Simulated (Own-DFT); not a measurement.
## Calculated data, GaP (zincblende, strained, atoms displaced), GaAs (zincblende with one plane slipped along a stacking-fault path, atoms displaced)

All values are calculated (Own-DFT development build). A calculation, not a measurement: plane-wave PBE density functional theory by an unreviewed code, no spin, of a simulated periodic cell, stress positive in tension, free energy of the whole cell less one offset for each atom, forces on such cells passed a denser k mesh, this cell's mesh not checked; offsets are fitted by least squares, one for each functional and potential file, so energies compare only between cells with the same atoms and settings and are not formation energies; the far tail of each file's local potential was reset to the Coulomb form; each entry is a single point on an unrelaxed cell, so the pressure reflects the starting lattice, mostly measured values (interpolated for alloys), from which strain is counted, and rises with the displacements; printed positions are rounded, which can move forces by about a meV/angstrom; the program, named Own-DFT, is a retired in-house code; no spin-orbit coupling.

Common to all runs: functional PBE; potential files PseudoDojo norm-conserving, scalar-relativistic, standard set; wave cutoff 42 hartree; occupations Fermi-Dirac; smearing width 0.1 eV.

(1) GaP (zincblende, strained, atoms displaced)

```
CELL_PARAMETERS angstrom
10.86200 0.00000 0.00000
0.00000 10.86200 0.00000
0.00000 0.00000 10.94390
ATOMIC_POSITIONS crystal
Ga 0.99762 0.00032 0.00090
Ga 0.00132 0.25437 0.24854
Ga 0.25425 0.00362 0.24595
Ga 0.24829 0.25129 0.00198
P 0.12380 0.13169 0.12778
P 0.12952 0.37602 0.37306
P 0.37194 0.12462 0.37795
P 0.37156 0.38073 0.12987
Ga 0.99712 0.99703 0.50207
Ga 0.99410 0.24726 0.75009
Ga 0.25161 0.00233 0.75060
Ga 0.24971 0.25067 0.49910
P 0.12621 0.12800 0.62438
P 0.12549 0.37210 0.87348
P 0.37874 0.12669 0.87121
P 0.37232 0.37089 0.62728
Ga 0.00391 0.50273 0.99711
Ga 0.00050 0.75215 0.24472
Ga 0.25052 0.50188 0.25431
Ga 0.24890 0.75270 0.99389
P 0.12499 0.62953 0.12804
P 0.12927 0.87563 0.37618
P 0.37004 0.62524 0.38144
P 0.37267 0.87661 0.12436
Ga 0.99821 0.50376 0.50134
Ga 0.00174 0.75406 0.74946
Ga 0.25202 0.50297 0.75318
Ga 0.24547 0.74828 0.49749
P 0.12245 0.62822 0.62643
P 0.12430 0.87888 0.87665
P 0.37143 0.62109 0.87298
P 0.37915 0.87000 0.62312
Ga 0.49704 0.00354 0.00023
Ga 0.50420 0.24806 0.24603
Ga 0.75048 0.00030 0.24772
Ga 0.75081 0.25192 0.00156
P 0.62208 0.12923 0.12265
P 0.62487 0.37444 0.37362
P 0.87140 0.12049 0.37295
P 0.87735 0.37475 0.12499
Ga 0.50277 0.00449 0.49808
Ga 0.49823 0.24814 0.75080
Ga 0.75645 0.99728 0.75162
Ga 0.74995 0.24991 0.49651
P 0.62455 0.12547 0.62490
P 0.62323 0.37755 0.87958
P 0.87533 0.12300 0.87553
P 0.87551 0.37869 0.62713
Ga 0.49763 0.49749 0.00004
Ga 0.50018 0.75116 0.25147
Ga 0.74698 0.49833 0.24855
Ga 0.75181 0.74984 0.00032
P 0.62338 0.62856 0.12803
P 0.62713 0.87700 0.38026
P 0.87044 0.62786 0.37198
P 0.87299 0.87553 0.11832
Ga 0.49289 0.49799 0.50052
Ga 0.50239 0.75116 0.75141
Ga 0.75129 0.50284 0.75281
Ga 0.74963 0.75143 0.49887
P 0.62774 0.62523 0.62063
P 0.62784 0.87439 0.87465
P 0.87488 0.62198 0.87586
P 0.87524 0.87483 0.62318
```

| Item | Value |
| --- | --- |
| hardware | one NVIDIA H100 |
| k mesh | 3 x 3 x 3 centred on Gamma |
| free energy of cell above offsets | -35.125 eV |
| pressure | 3.12 GPa |
| stress xx | -3.29 GPa |
| stress yy | -3.32 GPa |
| stress zz | -2.75 GPa |
| stress yz | -0.14 GPa |
| stress xz | -0.01 GPa |
| stress xy | 0.2 GPa |
| wall time | 498.9 s |

Force:
| element | x (eV/Å) | y (eV/Å) | z (eV/Å) |
| --- | --- | --- | --- |
| Ga | 0.496 | 0.388 | 0.165 |
| Ga | -0.323 | -0.251 | 0.686 |
| Ga | -0.6 | -0.039 | 0.438 |
| Ga | 0.45 | 0.115 | -0.187 |
| P | 0.046 | -0.893 | -0.396 |
| P | -0.821 | 0.121 | 0.558 |
| P | 0.641 | 0.258 | -0.575 |
| P | 0.371 | -0.699 | -0.376 |
| Ga | 0.607 | 0.435 | -0.376 |
| Ga | 0.552 | 0.292 | -0.165 |
| Ga | 0.141 | -0.349 | -0.486 |
| Ga | -0.123 | 0.025 | 0.068 |
| P | -0.446 | -0.379 | 0.054 |
| P | -0.163 | 0.238 | -0.057 |
| P | -0.773 | -0.094 | 0.813 |
| P | 0.08 | 0.456 | 0.014 |
| Ga | 0.09 | -0.3 | 0.392 |
| Ga | -0.268 | 0.329 | 0.696 |
| Ga | -0.162 | 0.438 | -0.259 |
| Ga | 0.053 | -0.311 | 0.535 |
| P | 0.406 | -0.457 | -0.626 |
| P | -0.639 | 0.352 | -0.626 |
| P | 0.595 | 0.101 | -0.758 |
| P | 0.383 | -0.279 | -0.237 |
| Ga | 0.11 | -0.096 | -0.396 |
| Ga | -0.322 | -0.212 | 0.293 |
| Ga | -0.762 | -0.651 | -0.748 |
| Ga | 0.233 | 0.309 | 0.715 |
| P | 0.308 | -0.334 | 0.062 |
| P | -0.01 | 0.118 | -0.326 |
| P | 0.867 | 0.837 | 0.497 |
| P | -0.495 | 0.628 | -0.003 |
| Ga | 0.346 | -0.396 | -0.2 |
| Ga | -0.9 | 0.474 | 0.708 |
| Ga | -0.463 | -0.208 | -0.207 |
| Ga | 0.038 | -0.027 | -0.196 |
| P | 0.587 | -0.75 | -0.106 |
| P | -0.342 | 0.098 | 0.146 |
| P | 0.771 | 0.617 | 0.078 |
| P | -0.14 | 0.474 | -0.207 |
| Ga | -0.394 | -0.378 | 0.38 |
| Ga | 0.686 | 0.477 | -0.206 |
| Ga | -0.707 | 0.214 | -0.336 |
| Ga | 0.072 | 0.097 | 0.42 |
| P | 0.493 | 0.056 | 0.318 |
| P | 0.247 | -0.338 | -0.66 |
| P | -0.245 | 0.304 | 0.222 |
| P | -0.286 | -0.459 | -0.31 |
| Ga | -0.089 | 0.551 | 0.449 |
| Ga | -0.263 | 0.164 | 0.459 |
| Ga | 0.193 | 0.135 | -0.003 |
| Ga | -0.39 | -0.358 | -0.234 |
| P | -0.024 | -0.375 | -0.529 |
| P | -0.254 | 0.086 | -0.893 |
| P | 0.516 | -0.161 | -0.065 |
| P | 0.17 | 0.131 | 0.782 |
| Ga | 0.615 | -0.122 | 0.173 |
| Ga | 0.019 | -0.448 | -0.204 |
| Ga | -0.497 | -0.242 | -0.329 |
| Ga | 0.148 | -0.166 | 0.096 |
| P | -0.446 | -0.247 | 0.501 |
| P | -0.243 | 0.225 | 0.319 |
| P | 0.324 | 0.761 | -0.047 |
| P | -0.063 | -0.283 | 0.291 |

(2) GaAs (zincblende with one plane slipped along a stacking-fault path, atoms displaced)

```
CELL_PARAMETERS angstrom
5.65330 -5.65330 0.00000
0.00000 5.65330 -5.65330
12.15460 12.15460 9.61060
ATOMIC_POSITIONS crystal
Ga 0.01134 0.00772 0.00430
As 0.97170 0.97220 0.12119
Ga 0.13586 0.27753 0.16497
As 0.12751 0.25018 0.28919
Ga 0.28737 0.06371 0.33281
As 0.26406 0.03241 0.45749
Ga 0.08053 0.15353 0.49917
As 0.05525 0.12263 0.62348
Ga 0.21098 0.42919 0.66381
As 0.19352 0.39282 0.78897
Ga 0.35050 0.19491 0.83559
As 0.34911 0.19244 0.95639
Ga 0.99650 0.50059 0.00221
As 0.97646 0.45527 0.12389
Ga 0.14285 0.77418 0.16806
As 0.13811 0.74911 0.28806
Ga 0.29038 0.56731 0.33036
As 0.26138 0.53301 0.45683
Ga 0.07200 0.65439 0.50041
As 0.06588 0.61980 0.62343
Ga 0.22010 0.93973 0.66937
As 0.20312 0.89337 0.79266
Ga 0.35459 0.71180 0.83380
As 0.33735 0.67950 0.95682
Ga 0.50921 0.00995 0.99974
As 0.47635 0.96559 0.12209
Ga 0.63908 0.27159 0.17293
As 0.62257 0.24913 0.28734
Ga 0.78787 0.06638 0.33833
As 0.76251 0.03338 0.45977
Ga 0.56187 0.14936 0.50077
As 0.54484 0.11315 0.62184
Ga 0.71808 0.45045 0.67091
As 0.68864 0.38090 0.79068
Ga 0.86584 0.21578 0.83560
As 0.84245 0.16939 0.96004
Ga 0.50985 0.51458 0.00269
As 0.47450 0.46239 0.12668
Ga 0.63869 0.78747 0.16564
As 0.63013 0.73788 0.28517
Ga 0.78326 0.55724 0.33135
As 0.75927 0.52889 0.45759
Ga 0.56859 0.63604 0.49547
As 0.54340 0.61163 0.62428
Ga 0.72311 0.92185 0.66806
As 0.68867 0.90287 0.79711
Ga 0.85473 0.71853 0.83345
As 0.82881 0.67260 0.95766
```

| Item | Value |
| --- | --- |
| k mesh | 4 x 4 x 2 centred on Gamma |
| free energy of cell above offsets | -16.780 eV |
| pressure | 4.28 GPa |
| stress xx | -4.94 GPa |
| stress yy | -5.02 GPa |
| stress zz | -2.88 GPa |
| stress yz | -1.16 GPa |
| stress xz | -0.37 GPa |
| stress xy | -0.63 GPa |

Force:
| element | x (eV/Å) | y (eV/Å) | z (eV/Å) |
| --- | --- | --- | --- |
| Ga | -0.934 | -1.424 | -0.343 |
| As | 1.18 | -0.324 | 1.737 |
| Ga | 0.31 | 0.3 | -0.306 |
| As | -0.106 | -0.017 | 0.684 |
| Ga | -0.326 | 0.277 | -0.408 |
| As | -1.504 | -1.086 | 1.139 |
| Ga | 0.15 | 1.266 | -1.133 |
| As | -0.038 | -0.742 | 0.941 |
| Ga | 0.407 | 0.774 | -0.045 |
| As | 0.605 | -0.463 | 0.203 |
| Ga | -0.014 | 0.573 | -1.329 |
| As | 0.396 | 0.425 | 0.602 |
| Ga | -0.537 | -0.586 | -0.219 |
| As | 0.237 | 0.673 | 0.169 |
| Ga | -1.058 | 0.05 | -0.905 |
| As | -0.103 | 0.939 | 0.746 |
| Ga | 0.312 | -0.168 | -0.006 |
| As | -1.097 | -0.849 | 0.955 |
| Ga | 0.595 | 0.616 | -1.072 |
| As | -0.292 | 1.007 | 0.277 |
| Ga | -0.556 | -0.076 | -0.252 |
| As | -1.007 | 0.138 | 0.608 |
| Ga | -0.21 | -0.163 | 0.436 |
| As | 0.365 | 0.596 | 0.141 |
| Ga | -0.816 | -0.188 | 0.059 |
| As | 0.352 | 0.157 | 0.409 |
| Ga | -1.477 | -0.942 | -1.751 |
| As | 1.441 | 0.577 | 1.879 |
| Ga | -0.852 | -0.72 | -0.46 |
| As | -0.468 | -0.485 | 1.331 |
| Ga | 1.427 | 0.031 | -1.141 |
| As | 1.742 | 0.078 | 0.148 |
| Ga | -0.788 | -1.258 | -0.085 |
| As | 0.958 | 0.763 | -0.052 |
| Ga | -0.075 | 0.577 | -0.372 |
| As | 0.204 | 0.344 | -0.814 |
| Ga | -0.806 | 0.316 | 0.515 |
| As | 0.453 | -0.559 | 0.163 |
| Ga | -0.711 | -0.317 | -0.351 |
| As | 0.976 | 1.347 | 0.091 |
| Ga | 0.532 | 0.004 | -0.63 |
| As | -0.416 | -2.072 | 1.022 |
| Ga | 1.005 | 2.225 | -1.212 |
| As | 0.299 | -0.82 | -0.241 |
| Ga | -0.435 | 1.318 | -0.511 |
| As | -0.223 | -1.583 | -0.06 |
| Ga | -0.429 | -0.31 | 0.185 |
| As | 1.334 | -0.22 | -0.739 |

(3) GaP (zincblende, strained, atoms displaced)

```
CELL_PARAMETERS angstrom
10.86200 0.00000 0.00000
0.00000 10.86200 0.00000
0.00000 0.00000 10.93610
ATOMIC_POSITIONS crystal
Ga 0.00333 0.99885 0.00169
Ga 0.00261 0.25251 0.25269
Ga 0.24628 0.00023 0.25880
Ga 0.25339 0.25110 0.99174
P 0.12299 0.12783 0.12635
P 0.12082 0.38227 0.37546
P 0.36991 0.13366 0.37230
P 0.37226 0.36957 0.12536
Ga 0.00379 0.99936 0.49708
Ga 0.99563 0.24246 0.75507
Ga 0.25305 0.99584 0.75152
Ga 0.24798 0.25357 0.50685
P 0.12634 0.11990 0.62135
P 0.12930 0.37467 0.86907
P 0.37524 0.12935 0.87074
P 0.37242 0.36616 0.62570
Ga 0.99878 0.49589 0.00369
Ga 0.00379 0.74190 0.24823
Ga 0.24852 0.49694 0.24826
Ga 0.25080 0.75377 0.00005
P 0.12562 0.61224 0.13733
P 0.13207 0.87523 0.38016
P 0.38397 0.62104 0.36813
P 0.37831 0.87789 0.12323
Ga 0.99229 0.50528 0.49813
Ga 0.00499 0.74806 0.75083
Ga 0.25019 0.50411 0.75211
Ga 0.25305 0.74801 0.49902
P 0.12131 0.62730 0.62574
P 0.12968 0.87937 0.88354
P 0.37243 0.62357 0.87437
P 0.38147 0.86976 0.62260
Ga 0.50530 0.99665 0.99345
Ga 0.49890 0.25549 0.24458
Ga 0.74419 0.00833 0.25440
Ga 0.75320 0.24014 0.00421
P 0.63306 0.12264 0.12045
P 0.62465 0.37754 0.37655
P 0.87649 0.11905 0.38274
P 0.87625 0.36841 0.12515
Ga 0.51028 0.99910 0.50495
Ga 0.50296 0.25011 0.74195
Ga 0.74159 0.00274 0.75079
Ga 0.74760 0.25082 0.50058
P 0.62441 0.12453 0.62922
P 0.63196 0.37342 0.88401
P 0.88094 0.12591 0.87495
P 0.87082 0.37228 0.61676
Ga 0.49636 0.49089 0.00106
Ga 0.50962 0.75285 0.24254
Ga 0.74310 0.50243 0.24176
Ga 0.75176 0.75892 0.00492
P 0.62053 0.62628 0.13362
P 0.62375 0.87817 0.37705
P 0.87744 0.63073 0.37608
P 0.87792 0.86781 0.12429
Ga 0.50640 0.49565 0.49370
Ga 0.49894 0.75292 0.75612
Ga 0.75322 0.50008 0.75249
Ga 0.74831 0.75372 0.50280
P 0.62527 0.62288 0.62065
P 0.62405 0.87905 0.87021
P 0.87945 0.62111 0.86902
P 0.87469 0.87291 0.62267
```

| Quantity | Value |
| --- | --- |
| k mesh | 3 x 3 x 3 centred on Gamma |
| free energy of cell above offsets | -33.148 eV |
| pressure | 3.69 GPa |
| stress xx | -3.89 GPa |
| stress yy | -3.88 GPa |
| stress zz | -3.3 GPa |
| stress yz | 0.14 GPa |
| stress xz | -0.22 GPa |
| stress xy | 0.15 GPa |

Force:
| element | x (eV/Å) | y (eV/Å) | z (eV/Å) |
| --- | --- | --- | --- |
| Ga | -0.416 | 0.231 | 0.431 |
| Ga | -0.332 | -0.39 | 0.396 |
| Ga | 0.575 | 0.421 | -0.991 |
| Ga | -0.544 | -0.269 | 0.592 |
| P | 0.536 | -0.163 | -0.136 |
| P | 0.396 | -0.528 | 0.637 |
| P | 0.905 | -0.552 | 0.616 |
| P | -0.31 | 0.476 | -0.438 |
| Ga | -0.157 | -0.593 | 0.589 |
| Ga | 0.985 | 1.077 | -1.549 |
| Ga | 0.166 | 0.166 | -0.492 |
| Ga | -0.643 | -0.321 | -1.094 |
| P | -0.169 | 0.207 | 0.868 |
| P | -0.815 | 0.002 | 0.498 |
| P | 0.692 | -0.679 | 0.011 |
| P | 0.618 | 1.907 | 0.061 |
| Ga | 0.296 | -0.044 | -0.469 |
| Ga | 0.143 | 0.819 | 0.55 |
| Ga | 1.133 | -0.513 | 1.009 |
| Ga | 0.038 | -0.906 | 0.819 |
| P | -0.19 | 1.39 | -2.176 |
| P | -0.891 | -0.705 | -0.61 |
| P | -0.624 | 0.417 | 0.217 |
| P | -0.159 | 0.11 | 0.336 |
| Ga | 0.416 | -0.271 | 0.279 |
| Ga | -0.325 | 0.841 | 0.31 |
| Ga | -0.037 | -0.381 | -0.892 |
| Ga | 0.453 | -0.641 | -0.033 |
| P | 0.734 | -0.458 | -0.466 |
| P | -0.432 | -0.543 | -1.076 |
| P | 0.54 | 0.199 | 0.61 |
| P | -0.44 | 0.508 | 0.302 |
| Ga | -0.835 | 0.864 | 0.479 |
| Ga | 0.542 | -0.789 | 0.534 |
| Ga | 0.999 | -1.004 | 0.042 |
| Ga | 0.65 | 0.862 | -0.638 |
| P | -1.602 | -0.073 | 0.528 |
| P | 0.66 | -0.947 | -1.119 |
| P | -0.24 | 1.018 | -0.899 |
| P | -0.53 | 0.495 | 0.212 |
| Ga | -1.462 | 0.47 | -0.571 |
| Ga | -0.073 | 0.404 | 1.341 |
| Ga | 1.711 | -0.141 | -0.205 |
| Ga | -0.086 | -0.535 | -0.351 |
| P | 0.41 | 0.413 | -0.729 |
| P | -0.369 | -0.261 | -0.919 |
| P | -1.182 | -1.23 | 0.515 |
| P | 0.611 | 0.201 | 1.308 |
| Ga | 0.131 | 0.78 | 0.087 |
| Ga | -1.433 | 0.812 | 1.247 |
| Ga | 1.37 | -0.529 | 1.1 |
| Ga | -0.492 | -1.399 | -0.979 |
| P | 0.563 | -0.35 | -2.54 |
| P | 0.366 | -0.281 | -0.423 |
| P | -1.201 | -0.243 | -0.444 |
| P | 0.291 | 1.326 | 0.906 |
| Ga | -1.204 | 0.414 | 1.033 |
| Ga | 0.161 | -0.897 | -0.778 |
| Ga | -0.402 | -0.357 | -0.625 |
| Ga | 0.115 | -0.357 | -0.408 |
| P | -0.166 | 0.125 | 0.916 |
| P | 0.509 | -0.89 | 0.635 |
| P | -0.184 | 0.668 | 1.248 |
| P | 0.233 | 0.618 | 0.79 |
